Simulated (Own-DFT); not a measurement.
# Which arrangement is lower? Ga32P32, 64 atoms

Calculated results; nothing here was measured. The program, named Own-DFT, is a retired in-house plane-wave density functional code that no person has reviewed. Each row is one single-point run on a periodic cell that was not relaxed, without spin or spin-orbit coupling.

Settings of every run: PBE; PseudoDojo norm-conserving scalar-relativistic files; cutoff 42 hartree; 3 x 3 x 3 k mesh centred on Gamma; Fermi-Dirac smearing of 0.1 eV.

Known limits, some of them of some rows only: not probed for a lower state with spin; forces on such cells failed a check on a denser k mesh; forces on such cells passed a denser k mesh, each cell not checked; stress not checked against mesh or cutoff.

All cells hold the same atoms in the same cell, with vectors in Å (10.901, 0.000, 0.000); (0.000, 10.901, 0.000); (0.000, 0.000, 10.901). Every atom was moved at random from its ideal site; u is the rms move along one axis. The defect's site can differ from row to row. E is the free energy of the cell above the lowest run. The arrangements:

- A: zincblende GaP
- B: zincblende GaP, with one Ga on a P site and one P on a Ga site, 2.4 Å apart

| arrangement | u (Å) | E (eV) | P (GPa) |
|---|---|---|---|
| A | 0.0197 | 0.010 | 2.73 |
| A | 0.0211 | 0.000 | 2.70 |
| A | 0.0215 | 0.094 | 2.74 |
| A | 0.0469 | 2.158 | 3.22 |
| A | 0.0491 | 2.330 | 3.27 |
| A | 0.0497 | 2.429 | 3.24 |
| B | 0.0276 | 3.393 | 2.93 |
| B | 0.0293 | 3.585 | 3.02 |
| B | 0.0328 | 3.798 | 3.04 |
| B | 0.0490 | 5.749 | 3.49 |
| B | 0.0521 | 5.471 | 3.45 |
| B | 0.0540 | 6.000 | 3.54 |

Question: once the cost of the random moves is taken out, how do the arrangements rank?

## Worked answer

Fit E = a + b u², with one b for all and one a for each arrangement, and with residuals divided by u², since the noise grows with the moves. Then b = 1189 eV/Å², the scatter at u = 0.04 Å is 0.13 eV, and against A:

- B: 3.00 ± 0.05 eV (higher)

These are energies of unrelaxed cells. Relaxing the atoms lowers the strained arrangements most, so the gaps would shrink and small ones could change sign.
